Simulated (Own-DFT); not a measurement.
Simulation results for GaP (zincblende, strained, atoms displaced)

All values are calculated (Own-DFT development build). A calculation, not a measurement: plane-wave PBE density functional theory by an unreviewed code, no spin, of a simulated periodic cell, stress positive in tension, free energy of the whole cell less one offset for each atom, forces on such cells passed a denser k mesh, this cell's mesh not checked; offsets are fitted by least squares, one for each functional and potential file, so energies compare only between cells with the same atoms and settings and are not formation energies; the far tail of each file's local potential was reset to the Coulomb form; each entry is a single point on an unrelaxed cell, so the pressure reflects the starting lattice, mostly measured values (interpolated for alloys), from which strain is counted, and rises with the displacements; printed positions are rounded, which can move forces by about a meV/angstrom; the program, named Own-DFT, is a retired in-house code; no spin-orbit coupling.

```cif
# cell vector a (Å): 10.8620 0.0000 0.0000
# cell vector b (Å): 0.0000 10.8620 0.0000
# cell vector c (Å): 0.0000 0.0000 10.9361
data_GaP
_symmetry_space_group_name_H-M 'P 1'
_symmetry_Int_Tables_number 1
_cell_length_a 10.8620
_cell_length_b 10.8620
_cell_length_c 10.9361
_cell_angle_alpha 90.000
_cell_angle_beta 90.000
_cell_angle_gamma 90.000
_cell_volume 1290.27
loop_
_atom_site_label
_atom_site_type_symbol
_atom_site_fract_x
_atom_site_fract_y
_atom_site_fract_z
_atom_site_occupancy
Ga1 Ga 0.00279 0.00739 0.99416 1
Ga2 Ga 0.00579 0.25165 0.25290 1
Ga3 Ga 0.25007 0.99980 0.24064 1
Ga4 Ga 0.25346 0.25100 0.99699 1
P1 P 0.12868 0.12287 0.11465 1
P2 P 0.13269 0.37639 0.37341 1
P3 P 0.37494 0.11512 0.37785 1
P4 P 0.37385 0.37460 0.13032 1
Ga5 Ga 0.00748 0.00786 0.49877 1
Ga6 Ga 0.99225 0.24467 0.74846 1
Ga7 Ga 0.25137 0.99067 0.75112 1
Ga8 Ga 0.24983 0.24698 0.49802 1
P5 P 0.11937 0.11810 0.62702 1
P6 P 0.12301 0.37795 0.87777 1
P7 P 0.37241 0.11976 0.88047 1
P8 P 0.37981 0.37782 0.62636 1
Ga9 Ga 0.99958 0.49953 0.00064 1
Ga10 Ga 0.00029 0.74738 0.24700 1
Ga11 Ga 0.24364 0.50390 0.24291 1
Ga12 Ga 0.25460 0.74499 0.99999 1
P9 P 0.12226 0.63074 0.12622 1
P10 P 0.12478 0.87033 0.37605 1
P11 P 0.37195 0.62584 0.37226 1
P12 P 0.36734 0.87804 0.12217 1
Ga13 Ga 0.00901 0.48962 0.49803 1
Ga14 Ga 0.99611 0.74870 0.75231 1
Ga15 Ga 0.26274 0.50534 0.74523 1
Ga16 Ga 0.25248 0.74768 0.49627 1
P13 P 0.12548 0.62137 0.62776 1
P14 P 0.11881 0.87111 0.87183 1
P15 P 0.36528 0.61884 0.87918 1
P16 P 0.37597 0.88132 0.62094 1
Ga17 Ga 0.50297 0.99750 0.99517 1
Ga18 Ga 0.50556 0.24739 0.25769 1
Ga19 Ga 0.74839 0.99512 0.25003 1
Ga20 Ga 0.74526 0.25425 0.00043 1
P17 P 0.61659 0.12061 0.12330 1
P18 P 0.62222 0.37805 0.38031 1
P19 P 0.86893 0.11764 0.36855 1
P20 P 0.87544 0.37650 0.12508 1
Ga21 Ga 0.50785 0.99490 0.49958 1
Ga22 Ga 0.48608 0.24884 0.74612 1
Ga23 Ga 0.74809 0.99884 0.74870 1
Ga24 Ga 0.74693 0.24772 0.49540 1
P21 P 0.62236 0.12606 0.62866 1
P22 P 0.62285 0.37843 0.87144 1
P23 P 0.87796 0.12864 0.87366 1
P24 P 0.87208 0.38048 0.62544 1
Ga25 Ga 0.49421 0.50435 0.99629 1
Ga26 Ga 0.49542 0.75116 0.24851 1
Ga27 Ga 0.75238 0.50050 0.25139 1
Ga28 Ga 0.74978 0.74897 0.00206 1
P25 P 0.61895 0.62488 0.12365 1
P26 P 0.61984 0.87274 0.37858 1
P27 P 0.87714 0.61789 0.37250 1
P28 P 0.87679 0.87622 0.12035 1
Ga29 Ga 0.50256 0.49977 0.49877 1
Ga30 Ga 0.49078 0.74540 0.74082 1
Ga31 Ga 0.75692 0.49298 0.74571 1
Ga32 Ga 0.75073 0.75015 0.49479 1
P29 P 0.62732 0.62381 0.62776 1
P30 P 0.62292 0.87057 0.87495 1
P31 P 0.88103 0.61491 0.88169 1
P32 P 0.86781 0.87051 0.62450 1
_calc_functional 'PBE'
_calc_potential_files 'PseudoDojo norm-conserving, scalar-relativistic, standard set'
_calc_wave_cutoff 42  # hartree
_calc_occupations 'Fermi-Dirac'
_calc_smearing_width 0.1  # eV
_calc_hardware 'one NVIDIA H100'
_calc_k_mesh '3 x 3 x 3 centred on Gamma'
_calc_free_energy_of_cell_above_offsets '-33.710'  # eV
_calc_pressure 3.44  # GPa
_calc_stress_xx -3.53  # GPa
_calc_stress_yy -3.59  # GPa
_calc_stress_zz -3.22  # GPa
_calc_stress_yz -0.85  # GPa
_calc_stress_xz -0.03  # GPa
_calc_stress_xy 0.78  # GPa
_calc_wall_time 502.8  # s
```

Force:
```
element  x (eV/Å)  y (eV/Å)  z (eV/Å)
     Ga    -0.326    -0.794     0.048
     Ga    -0.458    -0.538     -0.61
     Ga    -0.705     0.069     1.054
     Ga    -0.269     0.508     0.192
      P    -0.223     0.723     1.134
      P     -0.13    -0.589    -0.137
      P     0.101     0.543     -0.31
      P     0.371    -0.118    -0.346
     Ga    -1.378    -1.513    -0.611
     Ga     0.873     1.156    -0.192
     Ga    -0.429     0.556     0.231
     Ga      0.22    -0.222     0.573
      P     1.234     1.223     0.536
      P     0.573    -0.464    -1.001
      P    -0.003     0.188    -0.991
      P    -0.835    -0.204    -1.071
     Ga      0.71    -0.377     0.755
     Ga    -0.563     0.614     0.567
     Ga     0.639     0.012     0.256
     Ga    -1.163     0.813     0.072
      P     0.158    -0.622    -0.745
      P    -0.027      0.65    -0.485
      P     0.343    -0.586     0.028
      P     1.286    -0.609    -0.411
     Ga    -0.619     0.859     0.437
     Ga    -0.316    -0.507    -0.371
     Ga    -1.829    -0.967     0.107
     Ga    -0.392     0.148     0.655
      P     0.125     0.432    -0.441
      P     0.777     0.008     0.538
      P     1.279     1.095    -0.588
      P    -0.209    -0.967    -0.083
     Ga    -0.422    -0.388     0.301
     Ga    -0.808    -0.014    -0.239
     Ga    -0.546    -0.316    -0.687
     Ga      0.03    -0.334     0.006
      P     1.029     0.438      0.34
      P      0.69     -0.36    -0.831
      P     0.959     1.001     0.669
      P    -0.011    -0.403     0.312
     Ga    -0.463     0.935      0.52
     Ga     1.139    -0.461     1.024
     Ga     0.045     -0.01     0.413
     Ga     0.273     0.008     0.535
      P     0.037     0.083    -0.346
      P    -0.404    -0.413    -0.049
      P    -1.418    -0.507     0.392
      P     0.985    -1.724     -1.31
     Ga     0.502    -0.879      0.57
     Ga    -0.088     0.134    -0.169
     Ga    -0.697    -0.205    -0.417
     Ga     0.079    -0.331    -0.269
      P     0.457     0.046      0.32
      P     0.732    -0.471    -1.075
      P     0.341     0.576     0.527
      P      0.06     0.095     0.222
     Ga    -0.355     0.755     0.308
     Ga     0.343      0.15       0.9
     Ga    -0.986     1.239     1.238
     Ga    -0.053    -0.633     0.206
      P     0.038    -0.047    -0.428
      P     0.012    -0.249    -0.551
      P    -1.279     1.191    -1.017
      P     0.966     0.579    -0.205
```
